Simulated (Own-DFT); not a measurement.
Simulation results for Si7Ge (layered order of Si and Ge on the diamond lattice, atoms displaced)

A calculation, not a measurement: plane-wave density functional theory by an unreviewed code, no spin, of a simulated periodic cell, stress positive in tension, run twice, with PBE and with PBEsol, both on files made for PBE, so the change isn't that of files made for PBEsol, forces on such cells passed a denser k mesh, this cell's mesh not checked; the far tail of each file's local potential was reset to the Coulomb form; each entry is a single point on an unrelaxed cell, so the pressure reflects the starting lattice, mostly measured values (interpolated for alloys), from which strain is counted, and rises with the displacements; printed positions are rounded, which can move forces by about a meV/angstrom; the program, named Own-DFT, is a retired in-house code; no spin-orbit coupling; stress was not checked against mesh or cutoff. Program: Own-DFT development build.

```yaml
- formula: Si7Ge
  kind: "layered order of Si and Ge on the diamond lattice, atoms displaced"
  structure:
    cell_angstrom: [[10.9187, 0.0, 0.0], [0.0, 10.9187, 0.0], [0.0, 0.0, 10.9187]]
    atoms_fractional:
      - [Ge, 0.00058, 0.9865, 0.99152]
      - [Si, 0.9963, 0.24633, 0.24399]
      - [Si, 0.24992, 0.99342, 0.25039]
      - [Ge, 0.25744, 0.24543, 0.00131]
      - [Si, 0.12001, 0.12959, 0.12343]
      - [Si, 0.11748, 0.3752, 0.37563]
      - [Si, 0.3718, 0.12481, 0.37488]
      - [Si, 0.3671, 0.36307, 0.13038]
      - [Si, 0.00116, 0.99788, 0.50109]
      - [Si, 0.99884, 0.24976, 0.75683]
      - [Si, 0.25606, 0.00045, 0.75767]
      - [Si, 0.24856, 0.24511, 0.51083]
      - [Si, 0.1212, 0.12738, 0.62836]
      - [Si, 0.11802, 0.37663, 0.87237]
      - [Si, 0.38272, 0.13381, 0.87554]
      - [Si, 0.37493, 0.37004, 0.61694]
      - [Ge, 0.9976, 0.49562, 0.00184]
      - [Si, 0.00755, 0.75416, 0.25355]
      - [Si, 0.24322, 0.50836, 0.24712]
      - [Ge, 0.24522, 0.74818, 0.00556]
      - [Si, 0.13682, 0.62913, 0.13027]
      - [Si, 0.126, 0.87786, 0.3731]
      - [Si, 0.37633, 0.62064, 0.36616]
      - [Si, 0.37194, 0.87919, 0.12251]
      - [Si, 0.9982, 0.50107, 0.49649]
      - [Si, 0.9869, 0.75444, 0.75683]
      - [Si, 0.25488, 0.49967, 0.74751]
      - [Si, 0.25157, 0.747, 0.49879]
      - [Si, 0.13026, 0.61998, 0.61703]
      - [Si, 0.12716, 0.87911, 0.87397]
      - [Si, 0.3732, 0.61746, 0.87488]
      - [Si, 0.38345, 0.88592, 0.62619]
      - [Ge, 0.49841, 0.98995, 0.98746]
      - [Si, 0.49534, 0.25024, 0.24647]
      - [Si, 0.74794, 0.99636, 0.25977]
      - [Ge, 0.75667, 0.24754, 0.00178]
      - [Si, 0.62095, 0.12359, 0.11498]
      - [Si, 0.62065, 0.37275, 0.37867]
      - [Si, 0.87349, 0.13139, 0.37199]
      - [Si, 0.86541, 0.3763, 0.11799]
      - [Si, 0.50808, 0.99806, 0.50095]
      - [Si, 0.50076, 0.25347, 0.7491]
      - [Si, 0.74796, 0.99334, 0.74573]
      - [Si, 0.74355, 0.2564, 0.49465]
      - [Si, 0.61966, 0.13053, 0.62525]
      - [Si, 0.62407, 0.37823, 0.87899]
      - [Si, 0.88503, 0.12692, 0.86364]
      - [Si, 0.88588, 0.37543, 0.64895]
      - [Ge, 0.49967, 0.50328, 0.00439]
      - [Si, 0.50271, 0.75536, 0.25401]
      - [Si, 0.74581, 0.48596, 0.24679]
      - [Ge, 0.75324, 0.74717, 0.99462]
      - [Si, 0.63453, 0.6277, 0.12143]
      - [Si, 0.62172, 0.87208, 0.3704]
      - [Si, 0.8759, 0.6219, 0.38105]
      - [Si, 0.876, 0.87085, 0.12163]
      - [Si, 0.48653, 0.50351, 0.51313]
      - [Si, 0.50767, 0.74628, 0.74835]
      - [Si, 0.7506, 0.50359, 0.75906]
      - [Si, 0.75318, 0.7552, 0.49787]
      - [Si, 0.62242, 0.61948, 0.61936]
      - [Si, 0.6256, 0.87483, 0.87831]
      - [Si, 0.8745, 0.62659, 0.87118]
      - [Si, 0.8733, 0.87583, 0.62588]
  settings:
    functional: "PBE, then PBEsol"
    potential_files: "PseudoDojo norm-conserving, scalar-relativistic, standard set"
    "wave_cutoff [hartree]": 42.0
    occupations: Fermi-Dirac
    "smearing_width [eV]": 0.1
    k_mesh: "3 x 3 x 3 centred on Gamma"
  results:
    "PBE_pressure [GPa]": 2.95
    "PBE_stress_xx [GPa]": -3.0
    "PBE_stress_yy [GPa]": -3.01
    "PBE_stress_zz [GPa]": -2.84
    "PBE_stress_yz [GPa]": 0.02
    "PBE_stress_xz [GPa]": 0.76
    "PBE_stress_xy [GPa]": -0.71
    "PBEsol_pressure [GPa]": 1.44
    "PBEsol_stress_xx [GPa]": -1.49
    "PBEsol_stress_yy [GPa]": -1.5
    "PBEsol_stress_zz [GPa]": -1.32
    "PBEsol_stress_yz [GPa]": 0.03
    "PBEsol_stress_xz [GPa]": 0.75
    "PBEsol_stress_xy [GPa]": -0.73
    force_element: [Ge, Si, Si, Ge, Si, Si, Si, Si, Si, Si, Si, Si, Si, Si, Si, Si, Ge, Si, Si, Ge, Si, Si, Si, Si, Si, Si, Si, Si, Si, Si, Si, Si, Ge, Si, Si, Ge, Si, Si, Si, Si, Si, Si, Si, Si, Si, Si, Si, Si, Ge, Si, Si, Ge, Si, Si, Si, Si, Si, Si, Si, Si, Si, Si, Si, Si]
    "PBE_force_x [eV/angstrom]": [-0.549, -0.202, -0.328, -1.804, 0.568, 0.711, 0.333, 0.485, -0.307, 1.841, -0.148, -0.48, 0.192, 1.729, -0.322, -0.507, 0.428, -0.968, 1.076, 1.145, -2.928, 0.279, 0.003, 0.554, 0.098, 2.265, -0.846, 0.631, -0.818, 0.516, 0.326, -0.648, -0.533, 0.682, 0.282, -0.9, 0.178, -1.278, -0.132, 1.461, -0.649, 0.209, -0.211, 1.45, 1.05, 0.266, -1.95, -1.828, -0.428, -0.597, -0.004, 0.059, -0.965, 0.807, -0.549, -0.248, 1.108, -0.866, -0.587, -0.71, 1.209, 0.88, 0.301, 0.168]
    "PBE_force_y [eV/angstrom]": [2.292, 1.235, 1.643, 0.361, -1.697, -0.405, -0.474, 2.534, 0.775, -0.216, 0.883, 0.233, -0.916, -0.169, -1.121, -0.122, 1.366, -0.887, -2.563, 0.579, -0.137, -0.427, 0.68, -0.754, -0.818, -0.163, -0.698, 0.876, 0.674, -1.646, 1.319, -1.619, 1.543, -0.764, 0.696, -0.841, -0.641, 0.897, -0.801, -0.335, 0.894, 0.62, 1.558, -0.503, -0.58, -0.375, -1.86, 1.164, -0.801, -1.127, 1.756, 0.53, -0.3, 0.393, 0.403, 0.13, -0.105, 0.237, -0.501, -0.893, 0.742, -1.129, -0.577, -0.048]
    "PBE_force_z [eV/angstrom]": [1.136, 0.125, -0.286, -0.629, -0.07, -0.245, 0.274, 0.359, -0.25, -0.706, -0.79, -1.894, 0.615, 0.09, -0.795, 1.898, 0.213, -0.39, 1.022, -1.666, -0.234, 0.986, 0.999, 0.591, 1.482, -1.284, -0.287, -0.196, 1.012, -0.949, -0.277, 0.144, 1.325, 0.665, -1.84, -1.611, 1.42, -0.396, 0.807, 1.491, -0.629, -0.048, 0.35, 1.735, -0.225, -0.308, 1.304, -2.834, 0.601, -1.683, 0.857, 0.394, 1.432, 1.402, -1.489, 1.326, -2.409, 0.26, -1.034, -0.047, 0.655, -1.712, 0.643, -0.403]
    "PBEsol_force_x [eV/angstrom]": [-0.54, -0.207, -0.327, -1.758, 0.583, 0.715, 0.326, 0.439, -0.308, 1.851, -0.139, -0.479, 0.175, 1.696, -0.323, -0.503, 0.41, -0.96, 1.064, 1.12, -2.886, 0.279, 0.012, 0.554, 0.085, 2.246, -0.831, 0.64, -0.817, 0.493, 0.339, -0.643, -0.527, 0.697, 0.284, -0.878, 0.181, -1.293, -0.126, 1.448, -0.623, 0.208, -0.219, 1.45, 1.038, 0.255, -1.943, -1.807, -0.415, -0.603, -0.011, 0.059, -0.94, 0.794, -0.556, -0.251, 1.081, -0.854, -0.595, -0.704, 1.215, 0.859, 0.293, 0.176]
    "PBEsol_force_y [eV/angstrom]": [2.234, 1.234, 1.624, 0.346, -1.675, -0.411, -0.463, 2.493, 0.762, -0.222, 0.879, 0.223, -0.915, -0.138, -1.104, -0.136, 1.328, -0.886, -2.555, 0.569, -0.087, -0.415, 0.667, -0.751, -0.821, -0.15, -0.703, 0.866, 0.662, -1.621, 1.306, -1.592, 1.509, -0.764, 0.688, -0.82, -0.632, 0.904, -0.785, -0.342, 0.883, 0.627, 1.535, -0.493, -0.565, -0.366, -1.864, 1.166, -0.785, -1.12, 1.728, 0.519, -0.279, 0.385, 0.404, 0.132, -0.087, 0.227, -0.491, -0.87, 0.729, -1.104, -0.574, -0.043]
    "PBEsol_force_z [eV/angstrom]": [1.109, 0.114, -0.294, -0.613, -0.161, -0.248, 0.271, 0.26, -0.25, -0.69, -0.766, -1.873, 0.62, 0.174, -0.681, 1.877, 0.205, -0.389, 1.019, -1.625, -0.348, 0.982, 0.97, 0.477, 1.473, -1.258, -0.284, -0.195, 1.008, -0.842, -0.177, 0.145, 1.294, 0.657, -1.817, -1.576, 1.309, -0.388, 0.803, 1.352, -0.634, -0.042, 0.359, 1.725, -0.216, -0.208, 1.376, -2.796, 0.588, -1.681, 0.854, 0.381, 1.317, 1.39, -1.493, 1.21, -2.373, 0.266, -1.016, -0.043, 0.633, -1.582, 0.744, -0.404]
    "rms_change_of_force_components_from_PBE_to_PBEsol [eV/angstrom]": 0.035
```
